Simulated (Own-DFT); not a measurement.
Simulation results for Si$_{12}$O$_{23}$ (quartz with two neutral oxygen vacancies, atoms displaced)

All values are calculated (Own-DFT development build). A calculation, not a measurement: plane-wave PBE and HSE06 DFT by an unreviewed code, no spin, of a simulated cell at Gamma alone, so results move with cell size and shape, stress positive in tension, energies less offsets, not probed for a lower state with spin; oxygen file: force components 24 meV/angstrom off all-electron in a glass; k mesh not checked against a denser one; forces and stress are PBE's, HSE06 gives the energy alone, and its difference from PBE has offsets of its own; offsets are fitted by least squares, one for each functional and potential file, so energies compare only between cells with the same atoms and settings and are not formation energies; the far tail of each file's local potential was reset to the Coulomb form; each entry is a single point on an unrelaxed cell, so the pressure reflects the starting lattice, mostly measured values (interpolated for alloys), from which strain is counted, and rises with the displacements; printed positions are rounded, which can move forces by about a meV/angstrom; the program, named Own-DFT, is a retired in-house code; no spin-orbit coupling.

Common to all runs: first functional PBE; second functional HSE06; exact exchange share 0.25; screening 0.11 1/bohr; exchange divergence Gygi-Baldereschi; potential files PseudoDojo norm-conserving, scalar-relativistic, made for PBE, standard set; wave cutoff 48 hartree; occupations fixed; k mesh 1 x 1 x 1 centred on Gamma.

(1) Si$_{12}$O$_{23}$ (quartz with two neutral oxygen vacancies, atoms displaced)

```
Si12O23
1.0
      9.8268     0.0000     0.0000
     -4.9134     8.5103     0.0000
      0.0000     0.0000    10.8104
Si O Si O Si O Si O Si O Si O Si O Si O
3 6 3 6 3 6 3 6 3 6 3 4 3 6 3 6
Direct
  0.24157 0.00249 0.00027
  0.99804 0.23573 0.33312
  0.27026 0.26862 0.17206
  0.20328 0.12856 0.05932
  0.42304 0.28656 0.22676
  0.36617 0.07000 0.39688
  0.07605 0.36988 0.43603
  0.13479 0.20353 0.27560
  0.28749 0.42453 0.10761
  0.23448 0.99503 0.50082
  0.99932 0.23553 0.83631
  0.25976 0.26377 0.66853
  0.20887 0.13943 0.55563
  0.42202 0.29309 0.72526
  0.36546 0.06878 0.89054
  0.07547 0.37287 0.94025
  0.13532 0.20669 0.76959
  0.29231 0.42684 0.60832
  0.23111 0.49627 0.00087
  0.99705 0.73560 0.33297
  0.26626 0.76863 0.16582
  0.20916 0.64193 0.05577
  0.42943 0.79089 0.22816
  0.36789 0.57029 0.38570
  0.07573 0.86810 0.43803
  0.13747 0.70974 0.27573
  0.29283 0.92596 0.10740
  0.23131 0.49814 0.49957
  0.99546 0.73704 0.83237
  0.26635 0.76328 0.66794
  0.20632 0.63126 0.55911
  0.42108 0.79135 0.72992
  0.36578 0.57891 0.89146
  0.07616 0.87121 0.94129
  0.13364 0.70238 0.77203
  0.29869 0.92939 0.60614
  0.73197 0.00455 0.99771
  0.50061 0.23477 0.33141
  0.76525 0.26513 0.16813
  0.70915 0.13399 0.05432
  0.92345 0.29299 0.22900
  0.86698 0.07572 0.38898
  0.56811 0.37141 0.43576
  0.63160 0.20445 0.27373
  0.78773 0.42694 0.11226
  0.73043 0.99504 0.49550
  0.50492 0.23385 0.83147
  0.76633 0.26137 0.66962
  0.70767 0.13866 0.55854
  0.86440 0.06974 0.89542
  0.57928 0.37504 0.94403
  0.78577 0.42430 0.60400
  0.73887 0.50547 0.99542
  0.49725 0.73203 0.33696
  0.76539 0.76117 0.16424
  0.70206 0.62790 0.05898
  0.92470 0.79191 0.22362
  0.86262 0.56886 0.39117
  0.57767 0.87347 0.43988
  0.62348 0.69549 0.27982
  0.79149 0.92813 0.10701
  0.73052 0.49672 0.50022
  0.50430 0.73567 0.83772
  0.76804 0.76600 0.66373
  0.70393 0.63481 0.55786
  0.92614 0.78916 0.73220
  0.86703 0.57208 0.89365
  0.57197 0.86150 0.93624
  0.62931 0.70216 0.77136
  0.79378 0.91878 0.60710
```

```
PBE energy of cell above offsets : -20.719 eV
HSE06 less PBE above offsets     : 0.078 eV
PBE pressure                     : 7.24 GPa
PBE stress xx                    : -6.7 GPa
PBE stress yy                    : -8.33 GPa
PBE stress zz                    : -6.69 GPa
PBE stress yz                    : -0.21 GPa
PBE stress xz                    : -1.56 GPa
PBE stress xy                    : -1.67 GPa
```

Force:
```tsv
element	x (eV/Å)	y (eV/Å)	z (eV/Å)
Si	-1.467	-0.529	0.037
Si	2.033	0.19	-0.671
Si	-2.481	-2.085	-2.618
O	-0.281	2.014	1.323
O	1.631	0.908	-0.149
O	1.163	1.21	-1.57
O	-1.115	-0.686	0.088
O	-1.041	0.159	0.515
O	0.645	-0.021	0.638
Si	-0.925	2.456	0.614
Si	-1.039	-0.289	-2.066
Si	2.712	0.859	-3.321
O	0.305	-1.397	-0.378
O	1.594	0.083	1.179
O	1.146	0.87	-0.755
O	-1.82	-2.359	-1.219
O	-3.989	-1.367	3.773
O	-0.627	0.781	-0.545
Si	1.247	4.322	0.168
Si	1.106	-1.062	-0.176
Si	1.419	-1.313	1.282
O	0.472	-1.426	-0.453
O	-1.43	0.711	-1.094
O	-1.994	-2.599	2.795
O	-1.149	-0.752	0.098
O	-0.831	-0.159	0.304
O	0.308	1.452	0.122
Si	2.635	0.806	-0.43
Si	5.35	-0.776	3.356
Si	-1.205	0.307	-0.809
O	-0.65	0.757	0.041
O	2.566	0.519	0.805
O	-0.713	-2.423	1.458
O	-0.412	-1.154	-0.776
O	-2.218	-0.071	1.108
O	0.45	-0.934	0.989
Si	1.748	-4.02	0.555
Si	-0.553	-1.065	2.186
Si	-1.161	0.065	-1.274
O	-2.298	2.986	1.993
O	0.556	0.496	-0.555
O	-0.777	-1.759	1.352
O	-0.067	-0.406	-0.073
O	0.779	-0.555	-0.162
O	0.15	0.442	-0.731
Si	3.164	3.817	2.947
Si	0.981	1.271	-1.144
Si	-0.733	1.244	3.075
O	0.972	-2.044	-1.318
O	1.356	0.958	-1.422
O	-1.818	-3.452	-2.324
O	1.744	-1.112	1.923
Si	0.899	-1.365	3.038
Si	0.355	1.53	-0.91
Si	-3.367	0.414	1.024
O	-0.909	1.471	0.47
O	1.036	0.332	0.436
O	0.272	0.591	-0.172
O	-2.84	-3.465	-1.627
O	3.311	0.872	-2.317
O	-0.105	-0.652	0.062
Si	-1.052	1.121	-1.415
Si	-1.31	-1.893	-4.14
Si	-0.064	-3.217	2.466
O	0.465	-0.603	-0.444
O	-3.355	1.539	-3.892
O	1.468	0.864	-1.476
O	0.363	3.938	3.457
O	1.453	0.218	-0.648
O	-2.056	4.434	-2.602
```

(2) Si$_{12}$O$_{23}$ (quartz with two neutral oxygen vacancies, atoms displaced)

```
Si12O23
1.0
      9.8268     0.0000     0.0000
     -4.9134     8.5103     0.0000
      0.0000     0.0000    10.8104
Si O Si O Si O Si O Si O Si O Si O Si O
3 6 3 5 3 6 3 6 3 6 3 5 3 6 3 6
Direct
  0.23572 0.00372 0.00527
  0.00265 0.23247 0.33233
  0.26455 0.26457 0.16702
  0.21010 0.13413 0.06435
  0.42824 0.29545 0.22508
  0.36805 0.07329 0.39592
  0.07340 0.36198 0.43672
  0.13054 0.20308 0.28070
  0.29601 0.42842 0.10987
  0.23602 0.00109 0.50146
  0.99979 0.23654 0.82965
  0.26435 0.26087 0.66787
  0.20777 0.13612 0.56189
  0.42736 0.29653 0.72482
  0.07803 0.37117 0.94064
  0.13087 0.21040 0.77500
  0.29875 0.42668 0.60862
  0.23620 0.50724 0.99649
  0.00168 0.73008 0.33568
  0.26544 0.76903 0.16819
  0.20605 0.64052 0.06336
  0.42788 0.79660 0.22512
  0.36675 0.57333 0.38894
  0.07998 0.87144 0.44170
  0.13452 0.71169 0.27473
  0.29404 0.92802 0.10644
  0.22935 0.49814 0.49839
  0.00142 0.72959 0.83081
  0.26246 0.76362 0.66366
  0.20216 0.63273 0.56265
  0.42827 0.79602 0.72343
  0.35942 0.57085 0.89624
  0.07572 0.86278 0.93869
  0.13267 0.70513 0.77629
  0.29370 0.92473 0.60730
  0.73261 0.99865 0.00437
  0.50813 0.23625 0.33137
  0.76729 0.26896 0.16834
  0.70404 0.13549 0.05750
  0.93158 0.29666 0.22981
  0.87095 0.08204 0.39461
  0.56761 0.36233 0.44573
  0.63589 0.20943 0.27109
  0.79015 0.42366 0.10272
  0.73263 0.99915 0.49997
  0.49450 0.23014 0.82955
  0.76052 0.25806 0.66688
  0.70523 0.13047 0.55579
  0.92191 0.29268 0.72408
  0.86753 0.07544 0.89189
  0.56654 0.35901 0.93911
  0.79381 0.42988 0.60162
  0.73307 0.50393 0.99692
  0.50102 0.73343 0.33603
  0.76505 0.76653 0.17078
  0.70816 0.63163 0.06048
  0.92052 0.78844 0.22706
  0.86599 0.57390 0.39048
  0.57244 0.86434 0.44275
  0.63382 0.70345 0.27531
  0.78548 0.91824 0.10823
  0.73759 0.50169 0.50255
  0.49542 0.73210 0.82989
  0.76210 0.76313 0.66142
  0.70477 0.62999 0.55864
  0.93045 0.79000 0.72487
  0.86998 0.57906 0.89312
  0.57450 0.86405 0.93627
  0.63299 0.70764 0.76990
  0.79590 0.93028 0.60285
```

```
PBE energy of cell above offsets : -21.195 eV
HSE06 less PBE above offsets     : -0.019 eV
PBE pressure                     : 7.74 GPa
PBE stress xx                    : -8.3 GPa
PBE stress yy                    : -8.07 GPa
PBE stress zz                    : -6.83 GPa
PBE stress yz                    : -1.16 GPa
PBE stress xz                    : 0.68 GPa
PBE stress xy                    : 1.25 GPa
```

Force:
```tsv
element	x (eV/Å)	y (eV/Å)	z (eV/Å)
Si	1.134	-0.657	-4.114
Si	-1.879	0.978	-0.031
Si	-0.548	1.233	2.011
O	-1.684	-0.006	-0.285
O	1.024	-0.262	0.754
O	0.893	0.732	-1.018
O	-0.281	1.669	1.655
O	4.014	-0.312	-2.595
O	-1.163	0.908	-1.108
Si	0.724	1.251	0.399
Si	-1.496	0.719	2.298
Si	-1.316	1.692	0.449
O	0.04	-1.706	-1.22
O	0.274	0.375	-0.126
O	-1.372	-1.487	-1.112
O	2.363	-0.462	-1.18
O	-1.491	1.086	-1.249
Si	-1.523	-1.639	5.328
Si	-2.331	3.041	-0.152
Si	0.754	0.041	0.518
O	0.499	-1.84	-1.662
O	1.212	-0.004	1.056
O	-1.304	-1.638	1.547
O	-1.577	-2.388	-1.35
O	1.556	-0.592	-0.272
O	0.475	0.701	0.777
Si	2.215	-0.123	0.79
Si	-1.54	2.528	0.667
Si	0.145	0.475	2.543
O	0.238	-1.942	-1.953
O	-0.458	-0.15	-0.318
O	3.14	2.563	-3.84
O	0.264	1.191	0.741
O	3.226	-0.439	-1.67
O	-0.309	1.114	-0.097
Si	0.16	0.441	-2.088
Si	-3.908	0.156	1.744
Si	1.77	-0.19	-1.563
O	0.207	-0.039	0.633
O	-1.394	0.249	-1.438
O	-1.381	-3.05	1.184
O	0.811	0.582	-0.466
O	1.12	-0.89	0.441
O	-0.063	0.915	-0.126
Si	1.376	0.382	-1.698
Si	1.701	-2.383	0.762
Si	-4.188	0.975	0.423
O	-1.29	1.217	0.623
O	1.561	0.532	0.483
O	-0.653	-0.745	1.055
O	0.734	1.798	0.745
O	2.779	-2.214	2.849
Si	0.896	-2.415	-0.509
Si	-0.505	0.951	-1.934
Si	0.035	-2.609	-1.111
O	-1.51	1.705	1.006
O	2.777	0.436	1.512
O	-0.452	-1.529	0.847
O	-0.476	-0.275	-0.129
O	-0.757	-0.26	0.84
O	-0.495	2.188	-0.52
Si	-1.564	-1.186	-3.086
Si	0.712	0.006	0.478
Si	1.703	1.227	1.499
O	-1.092	0.984	-0.118
O	-2.073	0.237	-1.569
O	-1.024	-2.649	0.965
O	-0.202	0.347	0.591
O	-0.327	-0.466	0.268
O	1.094	-1.078	1.233
```
